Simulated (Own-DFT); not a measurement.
# How strain changes the stress of diamond-structure SiGeSn with randomly placed atoms, 64 atoms (Ge40Si16Sn8)

These are calculations, not measurements. They come from Own-DFT, an in-house plane-wave density functional program, since retired, whose code no person has reviewed. Each row is one single-point run on a periodic cell that was not relaxed, without spin or spin-orbit coupling.

Settings of every run: PBE; PseudoDojo norm-conserving scalar-relativistic files; cutoff 49 hartree; 3 x 3 x 3 k mesh centred on Gamma; Fermi-Dirac smearing of 0.1 eV.

Known limits: forces on such cells moved up to 12 meV/angstrom on a denser k mesh; stress not checked against mesh or cutoff.

Unstrained cell vectors in Å: (11.410, 0.000, 0.000); (0.000, 11.410, 0.000); (0.000, 0.000, 11.410). The unstrained cell has measured lattice constants (interpolated for alloys), not those of this functional. That, the random moves and any unrelaxed bonds set the pressure at no strain. Each run strains this cell uniformly, with the atoms carried along. Every atom was also moved at random, by a Gaussian of width 0.05 Å on each axis. The random placing of the alloy's atoms differs from row to row. Strain is the symmetric tensor, in per cent. Stress is positive in tension, and the pressure is minus a third of its trace.

```
run,e_xx (%),e_yy (%),e_zz (%),s_xx (GPa),s_yy (GPa),s_zz (GPa),P (GPa),E (meV/atom)
1,-2.25,-2.25,0.00,-9.57,-9.28,-7.80,8.88,92.2
2,-0.75,-0.75,0.00,-5.96,-6.08,-5.54,5.86,37.6
3,2.75,2.75,0.00,-0.02,-0.24,-1.87,0.71,0.0
4,-1.00,-1.00,0.00,-6.59,-6.38,-5.77,6.25,39.2
5,-2.75,-2.75,0.00,-10.68,-10.67,-8.78,10.04,110.6
6,-0.25,-0.25,0.00,-5.35,-5.45,-5.25,5.35,50.3
7,-1.50,-1.50,0.00,-7.71,-7.35,-6.52,7.19,50.0
8,1.00,1.00,0.00,-3.09,-3.01,-3.57,3.22,20.4
9,-2.00,-2.00,0.00,?,?,?,?,?
```

E is the free energy for each atom above the lowest run shown.

## Worked fit

The change of volume is close to e_xx + e_yy + e_zz. A straight line through the runs shown gives P = 4.98 - 83 x (fractional change of volume) GPa, with an error of 4 on the slope and a scatter of 0.37 GPa. The strain isn't the same on all axes, but the crystal is cubic, so the slope still estimates the bulk modulus, averaged over pressures from 0.7 to 10.0 GPa.

## Withheld run

Question: what pressure should run 9 give? Its volume changes by -3.96 %.

The line gives 8.3 GPa. The calculation gave 8.48 GPa.
